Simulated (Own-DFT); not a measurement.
# Which defects push the lattice out? zincblende InP

Source: density functional calculations with Own-DFT, an unreviewed in-house program that is no longer used. Nothing was measured or relaxed, and spin and spin-orbit coupling are left out.

Method: PBE; PseudoDojo norm-conserving scalar-relativistic files; cutoff 36 hartree; 2 x 3 x 3 k mesh centred on Gamma; Fermi-Dirac smearing of 0.1 eV.

Known weak points (not all hold for every row): not probed for a lower state with spin; forces on such cells failed a check on a denser k mesh; forces not confirmed at this smearing and k mesh; stress not checked against mesh or cutoff.

All runs share one cell, with vectors in Å (17.606, 0.000, 0.000); (0.000, 11.737, 0.000); (0.000, 0.000, 11.737) and a volume of 2425.5 Å³. The atoms are randomly displaced, by u rms on each axis. The defect's site can differ from row to row.

| cell | formula | u (Å) | P (GPa) |
|---|---|---|---|
| no defect | In48P48 | 0.0202 | 3.20 |
| no defect | In48P48 | 0.0214 | 3.23 |
| no defect | In48P48 | 0.0514 | 3.56 |
| two P on an In site each | In46P50 | 0.0291 | 2.99 |
| two P on an In site each | In46P50 | 0.0490 | 3.35 |
| two P on an In site each | In46P50 | 0.0492 | 3.32 |
| one In on a P site | In49P47 | 0.0287 | 3.87 |
| one In on a P site | In49P47 | 0.0304 | 3.88 |
| one In on a P site | In49P47 | 0.0477 | 4.12 |
| one In on a P site and one P on an In site | In48P48 | 0.0302 | 3.53 |
| one In on a P site and one P on an In site | In48P48 | 0.0476 | 3.76 |
| one In on a P site and one P on an In site | In48P48 | 0.0501 | 3.78 |
| two P vacancies | In48P46 | 0.0465 | 3.25 |
| two P vacancies | In48P46 | 0.0491 | 3.29 |
| two P vacancies | In48P46 | 0.0507 | ? |
| two P vacancies | In48P46 | 0.0521 | 3.38 |

## Worked fit

P = P0 + c u² + a shift for each defect gives P0 = 3.13 GPa, c = 173 ± 10 GPa/Å² and a scatter of 0.03 GPa. The shifts, and each times the cell's volume:

- one In on a P site: 0.60 ± 0.02 GPa, 9.0 eV
- one In on a P site and one P on an In site: 0.23 ± 0.02 GPa, 3.5 eV
- two P on an In site each: -0.23 ± 0.02 GPa, -3.5 eV (-1.8 eV for each of its 2 sites)
- two P vacancies: -0.24 ± 0.03 GPa, -3.6 eV (-1.8 eV for each of its 2 sites)

Positive is outwards. The product with the volume (160.2 GPa Å³ to the eV) is nearly free of the cell's size; divided by the bulk modulus at the cell's pressure it gives the volume that the defect adds. The atoms around the defects weren't relaxed, which would change these numbers.

## Check

Asked: what pressure belongs in the blank (two P vacancies, u = 0.0507 Å)?

The fitted form gives 3.33 ± 0.03 GPa. The hidden result is 3.23 GPa. The miss is larger than the scatter suggests: chance, or a term that the fit lacks.
